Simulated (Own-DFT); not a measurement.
Simulation results for GaP (zincblende, strained, atoms displaced), GaP (zincblende, atoms displaced), SiC (4H silicon carbide, atoms displaced)

Computed with Own-DFT development build. A calculation, not a measurement: plane-wave PBE density functional theory by an unreviewed code, no spin, of a simulated periodic cell, stress positive in tension, free energy of the whole cell less one offset for each atom, forces on such cells passed a denser k mesh, this cell's mesh not checked; offsets are fitted by least squares, one for each functional and potential file, so energies compare only between cells with the same atoms and settings and are not formation energies; the far tail of each file's local potential was reset to the Coulomb form; each entry is a single point on an unrelaxed cell, so the pressure reflects the starting lattice, mostly measured values (interpolated for alloys), from which strain is counted, and rises with the displacements; printed positions are rounded, which can move forces by about a meV/angstrom; the program, named Own-DFT, is a retired in-house code; no spin-orbit coupling.

Settings shared by all entries: functional PBE; potential files PseudoDojo norm-conserving, scalar-relativistic, standard set; wave cutoff 42 hartree; occupations Fermi-Dirac; smearing width 0.1 eV; k mesh 3 x 3 x 3 centred on Gamma.

(1) GaP (zincblende, strained, atoms displaced)

```xyz
64
Lattice="10.8620 0.0000 0.0000 0.0000 10.8620 0.0000 0.0000 0.0000 10.9439" Properties=species:S:1:pos:R:3 GaP
Ga     0.0727    10.8105     0.1047
Ga    10.7598     2.7349     2.6671
Ga     2.6747    10.7883     2.8169
Ga     2.7625     2.8377    10.8724
P      1.3712     1.3250     1.3661
P      1.3015     4.1322     4.1334
P      4.0234     1.3099     4.1264
P      4.2315     4.1612     1.2975
Ga     0.0398    10.8166     5.4748
Ga     0.0904     2.7698     8.2082
Ga     2.6697     0.0317     8.2469
Ga     2.5974     2.8085     5.5147
P      1.4097     1.4621     6.9734
P      1.2312     4.0356     9.6245
P      4.1693     1.3351     9.5848
P      4.0772     4.0161     6.7980
Ga    10.8482     5.4029    10.8090
Ga     0.0536     8.1802     2.6370
Ga     2.7101     5.3970     2.9888
Ga     2.6059     8.1378    10.9144
P      1.2982     6.8446     1.2904
P      1.5639     9.5609     4.0450
P      4.0586     6.9011     4.0903
P      4.0360     9.5049     1.2934
Ga     0.0911     5.7185     5.4764
Ga    10.8084     8.0921     8.2545
Ga     2.6444     5.5274     8.2040
Ga     2.6654     8.1519     5.5304
P      1.3951     6.8320     6.9456
P      1.3929     9.5972     9.6517
P      4.1756     6.7498     9.6148
P      4.1343     9.5384     6.8475
Ga     5.4502     0.0166    10.9036
Ga     5.3670     2.7477     2.8834
Ga     7.9420    10.8312     2.7735
Ga     8.1490     2.5904    10.8782
P      6.7013     1.3124     1.3239
P      6.7154     4.0544     4.1372
P      9.6300     1.3181     4.1511
P      9.2996     4.0661     1.6012
Ga     5.5483    10.8462     5.3868
Ga     5.6478     2.5776     8.2285
Ga     8.0560     0.0387     8.1824
Ga     8.1594     2.7278     5.5396
P      6.7176     1.3484     6.8542
P      6.7442     4.0792     9.5643
P      9.4367     1.4319     9.4853
P      9.4562     4.1878     6.7267
Ga     5.5136     5.4835     0.0398
Ga     5.3043     8.2112     2.7496
Ga     8.1888     5.4417     2.6538
Ga     8.1383     8.1049    10.8733
P      6.8768     6.7813     1.3830
P      6.8390     9.6055     4.0928
P      9.5448     6.8163     4.0446
P      9.4901     9.5145     1.3860
Ga     5.4398     5.5108     5.6022
Ga     5.2599     8.1740     8.3223
Ga     8.2625     5.3731     8.2587
Ga     8.1037     8.1630     5.5187
P      6.6810     6.7029     6.9108
P      6.7883     9.4959     9.6946
P      9.4835     6.7734     9.5530
P      9.5531     9.4968     6.8283
```

Settings of this run: hardware one NVIDIA H100.

The calculation gives: free energy of cell above offsets -29.156 eV; pressure 4.52 GPa; stress xx -4.36 GPa; stress yy -5.01 GPa; stress zz -4.19 GPa; stress yz 0.28 GPa; stress xz 0.51 GPa; stress xy -0.03 GPa; wall time 567.5 s.

Force:
```
element  x (eV/Å)  y (eV/Å)  z (eV/Å)
     Ga    -1.354     0.755    -0.578
     Ga     1.037    -0.485     0.635
     Ga     2.315      2.33     -2.75
     Ga     0.554    -0.867     0.865
      P     0.521     1.246     0.341
      P    -1.014    -0.614     0.299
      P    -0.232     0.501     0.427
      P    -1.897    -0.719     1.582
     Ga     0.961     0.302     0.186
     Ga    -2.223     0.076    -0.646
     Ga     1.235     0.039    -0.154
     Ga     0.864    -0.602    -0.398
      P    -0.413    -1.198    -1.365
      P     1.841     0.651    -0.643
      P    -0.972     0.661    -0.502
      P     0.027     0.513     1.188
     Ga    -1.003     0.538     2.369
     Ga    -0.266     0.424     0.813
     Ga      0.79     0.674    -2.527
     Ga     1.408    -0.216         0
      P     0.402    -1.728      0.53
      P    -3.562    -2.508     2.441
      P      0.03    -0.952     1.372
      P    -0.168     0.219     0.194
     Ga    -0.849    -1.672    -0.282
     Ga     0.554     1.314     0.111
     Ga      1.64    -1.936     0.923
     Ga     1.045     0.548    -0.059
      P    -0.556     1.069    -0.549
      P    -0.763    -1.019    -1.192
      P    -2.146    -0.109     0.476
      P     -0.78     0.236    -0.165
     Ga    -0.567    -0.545      0.78
     Ga    -0.067    -0.519    -1.389
     Ga     2.755     1.821    -1.808
     Ga    -0.862     1.271     1.157
      P     0.372     0.929      1.02
      P     0.952     0.964     0.486
      P     -1.65     0.239    -0.301
      P     2.394    -2.126    -4.327
     Ga    -1.603     0.651     0.839
     Ga    -2.512      1.78      0.86
     Ga      0.62    -0.766     0.352
     Ga    -0.129    -0.417    -0.917
      P     1.675    -0.904    -1.752
      P     1.123     -0.02     0.331
      P     1.538    -1.137     0.056
      P      1.73    -0.166     0.579
     Ga     0.543     0.009    -0.362
     Ga     1.226     0.296    -0.744
     Ga    -2.014      1.54     2.966
     Ga     0.527     0.331     1.086
      P     -0.88     1.002     0.168
      P    -1.171        -3     0.922
      P    -0.475     0.891     0.131
      P    -0.695     0.061      -0.1
     Ga    -1.184    -1.248    -1.798
     Ga     1.677     0.447    -0.814
     Ga    -1.486    -0.109    -0.548
     Ga     0.056    -0.665    -0.118
      P     1.759     2.004     1.246
      P    -0.111     -0.09    -1.717
      P     0.036     0.022     0.275
      P    -0.605    -0.017     0.499
```

(2) GaP (zincblende, atoms displaced)

```xyz
64
Lattice="10.9010 0.0000 0.0000 0.0000 10.9010 0.0000 0.0000 0.0000 10.9010" Properties=species:S:1:pos:R:3 GaP
Ga    10.8479     0.0174     0.0894
Ga    10.6836     2.6048     2.6486
Ga     2.6751    10.8983     2.6718
Ga     2.6345     2.8978    10.8000
P      1.2444     1.2683     1.3657
P      1.3519     4.1393     4.2368
P      4.0256     1.4368     3.8503
P      4.2083     4.2940     1.2413
Ga    10.7741     0.0286     5.3268
Ga     0.0824     2.8314     8.1749
Ga     2.7669    10.7947     8.2566
Ga     2.6714     2.6137     5.5943
P      1.4174     1.2328     6.7727
P      1.2284     4.1198     9.6263
P      4.0588     1.1615     9.6524
P      4.2647     3.9745     6.9069
Ga    10.8241     5.3186     0.1261
Ga     0.0281     7.9990     2.6667
Ga     2.8029     5.1283     2.8134
Ga     2.7944     8.2043    10.7915
P      1.3372     6.7685     1.3658
P      1.3600     9.4615     4.0526
P      4.1714     6.8626     4.3736
P      4.1064     9.3223     1.4175
Ga    10.8829     5.2946     5.4460
Ga     0.1340     8.1603     8.2272
Ga     2.6954     5.5629     8.2336
Ga     2.6887     8.0254     5.5264
P      1.4794     6.8345     6.8632
P      1.3879     9.4096     9.5751
P      4.2496     6.7275     9.4739
P      3.9420     9.6177     6.8210
Ga     5.4181     0.1210     0.0993
Ga     5.3893     2.6724     2.7406
Ga     8.2464     0.0750     2.6056
Ga     8.2351     2.7673    10.7975
P      6.7226     1.4344     1.4631
P      6.7535     4.1946     4.2051
P      9.5068     1.4246     4.1626
P      9.5494     4.0239     1.5290
Ga     5.5303    10.7445     5.4974
Ga     5.5093     2.8138     8.0592
Ga     8.2749     0.0622     8.2256
Ga     8.1702     2.8424     5.4814
P      6.7088     1.1598     6.8526
P      6.7052     4.1377     9.6613
P      9.5624     1.3361     9.5747
P      9.4331     4.0615     6.8994
Ga     5.5782     5.3374     0.0641
Ga     5.3884     8.0651     2.5092
Ga     8.2060     5.5319     2.6277
Ga     8.2278     8.1265     0.0802
P      6.7859     6.7467     1.4237
P      6.7838     9.6254     4.0214
P      9.6809     6.8808     4.1240
P      9.6893     9.5509     1.4480
Ga     5.3599     5.4034     5.4823
Ga     5.5298     8.2589     8.2228
Ga     8.3380     5.4410     8.2257
Ga     8.3520     8.2862     5.3174
P      6.9716     6.8210     6.6877
P      6.8840     9.5107     9.5090
P      9.5722     6.8263     9.6017
P      9.5659     9.5766     6.8207
```

Here we set hardware one NVIDIA H100.

It finds free energy of cell above offsets -25.698 eV; pressure 4.96 GPa; stress xx -5.24 GPa; stress yy -4.65 GPa; stress zz -5 GPa; stress yz 0.16 GPa; stress xz 0.14 GPa; stress xy 1.4 GPa; wall time 592.9 s.

Force:
```
element  x (eV/Å)  y (eV/Å)  z (eV/Å)
     Ga     0.379    -0.904    -1.514
     Ga     2.586    -0.685     1.677
     Ga     0.191    -1.038     0.255
     Ga     1.486    -1.985     1.241
      P     1.212     1.919     0.031
      P     0.538    -2.767    -1.197
      P    -0.958    -1.286     2.855
      P    -2.446    -3.477     1.995
     Ga     1.613    -1.157     0.845
     Ga    -0.369    -1.735    -0.695
     Ga    -1.107     0.669     0.371
     Ga     1.384     0.962    -1.333
      P    -1.339    -0.066     1.377
      P     0.701     1.071    -1.361
      P    -0.852     2.935    -1.063
      P    -4.122     2.192    -1.825
     Ga     0.039     1.538     0.162
     Ga     0.781     1.406     0.426
     Ga    -0.154     2.771     0.186
     Ga     0.463    -1.871     0.791
      P     1.581     -1.16    -0.644
      P    -0.127     0.125     0.285
      P    -0.371    -0.377    -3.234
      P    -1.654     3.089    -1.711
     Ga    -0.745     1.982     1.347
     Ga    -1.225    -0.276    -0.746
     Ga     0.957    -1.525     0.361
     Ga     0.328     2.527    -0.809
      P    -2.523    -1.412     0.149
      P    -0.543      2.11     0.278
      P    -0.254     0.652      0.88
      P     1.596    -1.686    -0.704
     Ga     1.039    -2.224     0.512
     Ga      0.84     2.559     -0.22
     Ga    -0.693    -0.203     1.046
     Ga    -0.913    -0.142     1.202
      P       1.8    -0.147    -1.475
      P     0.686    -0.897    -1.842
      P    -1.226     0.219    -0.576
      P    -1.697     0.983    -2.055
     Ga     -1.81     0.482    -0.749
     Ga     1.775    -3.095     2.921
     Ga    -0.865    -0.943    -0.492
     Ga    -1.378    -1.306    -0.057
      P     1.593     2.192     0.359
      P       2.8    -1.812    -2.787
      P     0.731     0.833    -0.324
      P     1.786    -0.383    -0.415
     Ga     -0.19     3.525    -0.679
     Ga     0.964    -0.521     3.864
     Ga     0.215    -0.506      2.41
     Ga    -0.364     0.831    -0.122
      P     0.916     0.337    -1.378
      P     0.989    -1.362    -1.154
      P     -0.95    -1.544    -0.184
      P    -1.538    -0.838    -0.215
     Ga     1.312     0.384     1.379
     Ga    -0.269    -0.786    -1.681
     Ga    -2.173     1.383     0.449
     Ga    -1.501    -0.006     0.513
      P    -0.428     0.093     0.901
      P     0.303     1.021      1.61
      P     0.584    -0.529     0.139
      P     0.613     -0.14     0.427
```

(3) SiC (4H silicon carbide, atoms displaced)

```xyz
128
Lattice="12.3308 0.0000 0.0000 -6.1654 10.6788 0.0000 0.0000 0.0000 10.0681" Properties=species:S:1:pos:R:3 SiC
Si    12.3192     0.0126     4.0610
Si     0.0197     1.7815     1.5912
C     -6.1401    10.6544     0.9501
C      0.0375     1.7857     3.4584
Si    -1.5289     2.6807     4.0621
Si    -1.5047     4.4501     1.5347
C     10.7859     2.6306     0.9738
C     -1.5659     4.4040     3.4371
Si     9.2123     5.3653     4.1490
Si    -3.0772     7.1230     1.5727
C      9.2268     5.3094     0.8908
C     -3.0683     7.1269     3.3803
Si    -4.6247     8.0278     4.1112
Si    -4.6389     9.8221     1.6170
C     -4.6239     8.0155     0.8943
C     -4.5861     9.7846     3.4444
Si     3.0381     0.0268     4.0467
Si     3.0533     1.7994     1.5358
C     -3.0540    10.6586     0.9391
C      3.0790     1.7453     3.5056
Si     1.5881     2.6096     4.0697
Si     1.5783     4.4451     1.5362
C      1.5875     2.6703     0.8695
C      1.5738     4.4671     3.4111
Si    -0.0265     5.3020     4.1027
Si     0.0570     7.1237     1.5499
C      0.0145     5.3472     0.8875
C     -0.0362     7.1174     3.4659
Si    -1.5423     7.9661     4.1129
Si    -1.5601     9.7965     1.5798
C     -1.5104     8.0185     0.9351
C     -1.5684     9.7709     3.4690
Si     6.1096     0.0387     4.0958
Si     6.2023     1.7460     1.5460
C      0.0159    10.6610     0.9007
C      6.1599     1.7429     3.4620
Si     4.6519     2.6766     4.0850
Si     4.6153     4.5250     1.5817
C      4.5935     2.6695     0.9730
C      4.6088     4.4706     3.3884
Si     3.0831     5.2918     4.0730
Si     3.1052     7.1494     1.6041
C      3.0916     5.3895     0.9810
C      3.1389     7.1432     3.4493
Si     1.5086     8.0432     4.1001
Si     1.5347     9.7898     1.5848
C      1.5147     8.0080     0.9304
C      1.5187     9.7863     3.4817
Si     9.2153     0.0467     4.0863
Si     9.2889     1.7282     1.5695
C      3.0549    10.6777     0.9644
C      9.2410     1.7771     3.4839
Si     7.7058     2.6956     4.1445
Si     7.7477     4.4703     1.5719
C      7.7164     2.6832     0.9914
C      7.6895     4.4940     3.4130
Si     6.1674     5.3147     4.1269
Si     6.1666     7.1231     1.5771
C      6.1739     5.2853     1.0068
C      6.1562     7.0646     3.4854
Si     4.6006     8.0052     4.0500
Si     4.6529     9.8076     1.6386
C      4.5326     7.9663     0.9402
C      4.6048     9.8210     3.4557
Si    12.3016     0.0034     9.1199
Si     6.1785     8.8655     6.6259
C      0.0197     0.0194     5.9670
C      6.1717     8.8916     8.5136
Si    -4.5890     7.9939     9.1554
Si     7.6784     6.2822     6.6442
C      7.6663     8.0236     5.9865
C      7.6996     6.2883     8.5068
Si    -3.0078     5.3260     9.1249
Si     9.2365     3.5583     6.6137
C     -3.0950     5.3640     5.9804
C      9.2413     3.5943     8.4737
Si    -1.5331     2.6922     9.1130
Si    10.8212     0.8956     6.6281
C     10.7292     2.6685     5.9917
C     10.7854     0.8575     8.4971
Si     9.2760     0.0235     9.1324
Si     3.0592     8.8900     6.6021
C      3.0610    10.6654     6.0036
C      3.1349     8.8905     8.5231
Si     4.6552     8.0124     9.0837
Si     4.6556     6.2295     6.5684
C      4.6018     8.0390     5.9567
C      4.6322     6.1942     8.4884
Si     6.1329     5.3609     9.1754
Si     6.1437     3.5207     6.6561
C      6.1595     5.2934     5.9587
C      6.1599     3.5348     8.5374
Si     7.7119     2.6519     9.1115
Si     7.7112     0.9209     6.6480
C      7.7165     2.6192     6.0160
C      7.7136     0.8846     8.4938
Si     6.1571     0.0513     9.1268
Si    -0.0298     8.9084     6.6322
C      6.1929     0.0074     5.9175
C     -0.0152     8.9228     8.4660
Si     1.5392     8.0476     9.1343
Si     1.5623     6.2790     6.6210
C      1.5550     8.0199     6.0317
C      1.5163     6.2322     8.5246
Si     3.0526     5.3628     9.1080
Si     3.0841     3.5534     6.6483
C      3.0900     5.3093     6.0077
C      3.0596     3.5845     8.5046
Si     4.6034     2.6653     9.1234
Si     4.6205     0.8928     6.6483
C      4.5930     2.6716     5.9713
C      4.6290     0.9393     8.4785
Si     3.0967     0.0000     9.1218
Si    -3.1203     8.9428     6.5849
C      3.1458     0.0358     5.9352
C     -3.0918     8.9716     8.4414
Si    -1.5187     8.0114     9.0962
Si    -1.5355     6.2315     6.6163
C     -1.5438     8.0017     5.9464
C     -1.5586     6.1815     8.4608
Si     0.0239     5.3210     9.1383
Si     0.0164     3.5528     6.6139
C     -0.0132     5.3746     5.9480
C     -0.0040     3.5107     8.4878
Si     1.5506     2.7016     9.1163
Si     1.5927     0.9042     6.5914
C      1.5387     2.6772     5.9758
C      1.4790     0.8951     8.4241
```

Here we set hardware one NVIDIA H200.

Question: Give the missing pressure for SiC (4H silicon carbide, atoms displaced) (entry 3).
Answer: 3.68 GPa

Question: SiC (4H silicon carbide, atoms displaced) (entry 3): stress yy?
Answer: -2.59 GPa

Further results for SiC (4H silicon carbide, atoms displaced) (entry 3):

* free energy of cell above offsets: -19.113 eV
* stress xx: -2.81 GPa
* stress zz: -5.64 GPa
* stress yz: 0.36 GPa
* stress xz: 0.29 GPa
* stress xy: -0.51 GPa
* wall time: 537.9 s

Force:
```
element  x (eV/Å)  y (eV/Å)  z (eV/Å)
     Si      0.29    -0.328     0.816
     Si     0.193    -0.043    -0.873
      C    -0.543     0.824     0.024
      C    -0.438     -0.05     0.034
     Si    -0.386    -0.724     0.774
     Si    -0.898    -0.207     0.503
      C     0.772     0.662    -0.959
      C     0.108     1.303     0.306
     Si     0.435    -0.293    -1.909
     Si     0.192    -0.131    -1.491
      C     1.346     0.831     0.867
      C    -0.553    -0.223     2.588
     Si    -0.122    -0.866    -0.932
     Si     1.005      -1.1    -1.635
      C     0.021     0.218     1.934
      C    -1.557     0.045     0.822
     Si     1.712    -1.034     0.864
     Si     1.177    -0.782     0.885
      C    -1.074     0.741    -0.082
      C     0.575     1.023    -1.674
     Si     -0.67     1.853     0.636
     Si    -0.251     0.318     0.178
      C    -1.329     0.137     1.384
      C    -1.041    -1.071     0.716
     Si     0.521     0.431    -1.015
     Si    -1.521    -0.124     0.592
      C     0.217    -0.376     1.246
      C     1.049    -0.569    -0.192
     Si    -0.325     1.006    -1.234
     Si     0.899    -0.465     0.058
      C    -0.413     -0.36    -0.375
      C     0.023     0.239     0.004
     Si     0.529    -1.366     -0.53
     Si    -0.885     0.849     0.513
      C    -0.425     0.228     0.818
      C     0.366     1.354    -0.091
     Si    -0.594      0.01    -0.466
     Si    -0.043    -1.787    -0.795
      C     0.716     0.331    -0.579
      C     0.497    -0.725     2.383
     Si     0.234     1.267     0.428
     Si    -1.675    -0.566    -0.361
      C    -0.263     -0.34    -1.298
      C    -2.133    -0.707     0.773
     Si     0.653    -0.964     0.152
     Si    -0.183    -0.341     0.014
      C     1.171     0.507     0.367
      C    -0.197      0.67    -0.319
     Si     0.062    -0.985     0.837
     Si    -1.394     1.147     0.695
      C     1.022    -0.452    -0.383
      C     0.182     0.582    -0.345
     Si    -0.092    -0.351    -1.332
     Si    -0.779    -0.922    -0.193
      C     0.644    -0.526    -1.094
      C     0.485    -0.821     1.935
     Si    -0.377     0.039    -1.385
     Si    -0.408    -0.409    -0.077
      C     0.256     1.557     -1.26
      C     0.366     1.543    -0.091
     Si     1.127     0.549     0.893
     Si    -0.986    -0.796    -1.881
      C     2.991     1.638    -0.365
      C     0.213    -0.264     0.862
     Si     0.798    -0.388    -0.098
     Si    -1.181     1.474    -0.269
      C     0.239     -0.51    -0.134
      C     0.465      0.08    -0.052
     Si    -0.407     1.309    -1.264
     Si     0.256     -1.21    -0.504
      C      1.01    -0.025    -0.451
      C     0.293     -1.57     0.367
     Si     -2.25     0.385    -0.519
     Si    -0.145     0.448    -0.274
      C    -0.317    -0.057     0.682
      C     0.194    -0.917     0.616
     Si    -0.513    -0.985     0.273
     Si    -0.808    -0.488    -0.791
      C     1.527     0.156    -0.473
      C     0.048     1.235     0.403
     Si    -0.622    -0.993     0.089
     Si     0.775       0.7     0.597
      C     0.578     0.511    -0.278
      C    -1.151     0.432    -0.478
     Si    -0.493    -0.724     1.033
     Si    -0.745     -0.08     0.401
      C     0.513    -0.683     0.066
      C    -0.346     0.772     -0.19
     Si     0.995    -0.633    -0.293
     Si     0.187     0.311    -0.486
      C     0.539     0.401     1.014
      C    -0.023     0.618    -0.162
     Si       0.1     0.609     1.018
     Si     0.044    -1.766    -1.041
      C    -0.544     1.764    -0.233
      C     0.062     0.096     0.612
     Si     0.118    -0.851    -0.521
     Si      0.53     0.333    -1.361
      C    -0.637     0.159     2.181
      C     0.327     0.249     0.924
     Si     0.292    -0.321    -0.382
     Si    -0.341    -1.266    -0.206
      C    -0.908     0.092    -1.036
      C     0.233     0.551    -0.493
     Si     0.698     0.101     0.718
     Si    -0.333      0.19    -0.902
      C    -0.114     0.689    -0.712
      C     0.435    -0.203     0.244
     Si      0.01      0.81     0.927
     Si     0.885     0.092    -1.796
      C     0.618    -0.077     0.397
      C     -0.31    -0.824     0.807
     Si    -0.865     0.789    -0.292
     Si     0.816    -0.281    -0.359
      C    -1.308    -0.565     0.312
      C      0.46    -1.556      0.96
     Si    -0.767     0.038     0.177
     Si    -0.263    -0.008    -0.793
      C    -0.576     0.143     1.183
      C     1.375     1.161     0.786
     Si    -0.678    -0.075    -1.331
     Si     -0.77     0.297     -0.67
      C     0.608    -0.715     1.024
      C     0.293     1.299     0.369
     Si    -0.324    -1.298    -1.072
     Si    -0.795    -0.254    -0.596
      C     0.334      0.03    -0.262
      C     1.381     0.167     1.906
```
